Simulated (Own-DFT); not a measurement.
# Strain and stress in 2H SiC, 72 atoms (C36Si36)

These are calculations, not measurements. They come from Own-DFT, an in-house plane-wave density functional program, since retired, whose code no person has reviewed. Each row is one single-point run on a periodic cell that was not relaxed, without spin or spin-orbit coupling.

Settings of every run: PBE; PseudoDojo norm-conserving scalar-relativistic files; cutoff 42 hartree; 4 x 4 x 3 k mesh centred on Gamma; Fermi-Dirac smearing of 0.1 eV.

Known limits: forces on such cells passed a denser k mesh, each cell not checked; stress not checked against mesh or cutoff.

Unstrained cell vectors in Å: (9.248, 0.000, 0.000); (-4.624, 8.009, 0.000); (0.000, 0.000, 10.068). The unstrained cell has measured lattice constants (interpolated for alloys), not those of this functional. That, the random moves and any unrelaxed bonds set the pressure at no strain. Each run strains this cell uniformly, with the atoms carried along. Every atom was also moved at random, by a Gaussian of width 0.05 Å on each axis. Strain is the symmetric tensor, in per cent. Stress is positive in tension, and the pressure is minus a third of its trace.

```
run  e_xx (%)  e_yy (%)  e_zz (%)  e_yz (%)  e_xz (%)  e_xy (%)  s_xx (GPa)  s_yy (GPa)  s_zz (GPa)  s_yz (GPa)  s_xz (GPa)  s_xy (GPa)  P (GPa)  E (meV/atom)
  1      0.19      0.37     -0.65     -0.19      1.18     -1.65       -3.89       -2.82      -11.25       -0.41        3.65       -7.63     5.99          20.2
  2      0.92     -0.09      0.65     -1.87     -1.43      0.98        0.12       -3.70       -3.68       -5.74       -4.61        4.70     2.42          16.4
  3     -0.33      1.49     -0.24     -0.73      0.50     -0.24       -6.01        4.25       -8.02       -1.88        1.66       -1.82     3.26           0.0
  4      1.63     -0.67      0.63     -1.01     -1.07     -0.55        4.47       -4.51       -6.42       -2.08       -3.36       -2.16     2.15          18.0
  5     -1.98      0.27      0.92      1.64     -0.61     -0.01      -16.14       -4.02       -2.76        4.91       -2.72        2.94     7.64          23.7
  6      1.96     -1.82     -0.80      1.87      0.25      1.57        4.77      -14.77      -12.35        6.68        0.41        7.81     7.45          27.7
  7     -1.34     -1.24     -0.71      1.66     -0.01      0.01      -13.76      -10.11      -16.48        5.88        0.30        0.99    13.45          38.0
  8      1.45     -1.76      1.21     -0.95      1.75     -0.81        3.53      -13.59       -0.99       -2.90        5.19       -4.17     3.68          14.7
  9      0.54     -1.37      0.04      0.22     -1.40     -1.44       -2.32      -11.72       -7.95        0.76       -4.39       -6.43     7.33          26.1
 10      1.56     -0.89     -0.72     -0.03      0.46      1.60        3.68       -9.91      -11.61        0.20        1.53        7.61     5.95          23.1
 11     -0.79     -1.22     -1.42      1.88      0.36      0.29       -9.26      -15.22      -18.65        7.14        0.98        0.67    14.38          33.9
 12     -1.14      0.37      1.54     -0.67      0.37      0.46      -11.16       -2.48        0.62       -2.98        1.71        0.77     4.34          20.4
 13      0.16     -0.44      1.45     -1.02     -1.39      0.34       -4.78       -6.16        1.06       -3.24       -4.13        1.90     3.29          25.8
 14      1.11     -1.43     -0.57     -1.39      0.81      0.01       -0.32      -10.92      -12.28       -5.74        3.26        0.10     7.84          23.1
 15      0.05      0.08     -1.35      0.65      0.98     -0.03       -3.97       -5.64      -16.35        1.81        3.34       -0.06     8.65          21.9
 16      0.75     -0.01      0.92      0.30     -0.05      1.74       -0.78       -3.24       -0.90        1.92       -1.32        6.86     1.64           7.5
 17     -1.57     -0.51     -0.05      0.33     -1.40      1.08           ?           ?           ?           ?           ?           ?        ?             ?
```

E is the free energy for each atom above the lowest run shown.

## Worked fit

Each stress component was fitted by least squares to a constant and the strains of the runs shown, as fractions, with shears doubled. Shear strains stay in the fit of a normal stress only where such slopes are resolved. The slopes, in GPa:

| stress | at no strain | per e_xx | per e_yy | per e_zz | scatter |
|---|---|---|---|---|---|
| s_xx | -4.9 | 572 ± 15 | 51 ± 19 | 1 ± 16 | 0.60 |
| s_yy | -4.4 | 69 ± 35 | 571 ± 44 | 81 ± 37 | 1.39 |
| s_zz | -8.0 | 82 ± 28 | 109 ± 36 | 617 ± 30 | 1.12 |

Each shear stress against twice its own strain: yz 181 ± 11, xz 157 ± 5, xy 221 ± 15 GPa. These are stiffnesses along x, y and z of the frame in which the cell vectors are given, which need not be the crystal's axes. The atoms are held to the strained lattice; where symmetry lets them move under strain, relaxing them would lower some slopes. The table should be nearly symmetric about its diagonal, and what it lacks of that shows the noise. A ninth of its sum, 239 ± 4 GPa, estimates the bulk modulus near the mean pressure of these runs, 6.2 GPa, so it lies above the value at zero pressure.

## Withheld run

Question: what normal stresses and pressure should run 17 give?

The fit gives s_xx = -14.1, s_yy = -8.5, s_zz = -10.2 and P = 10.9 GPa. The calculation gave -15.12, -7.51, -8.95 and P = 10.53 GPa.
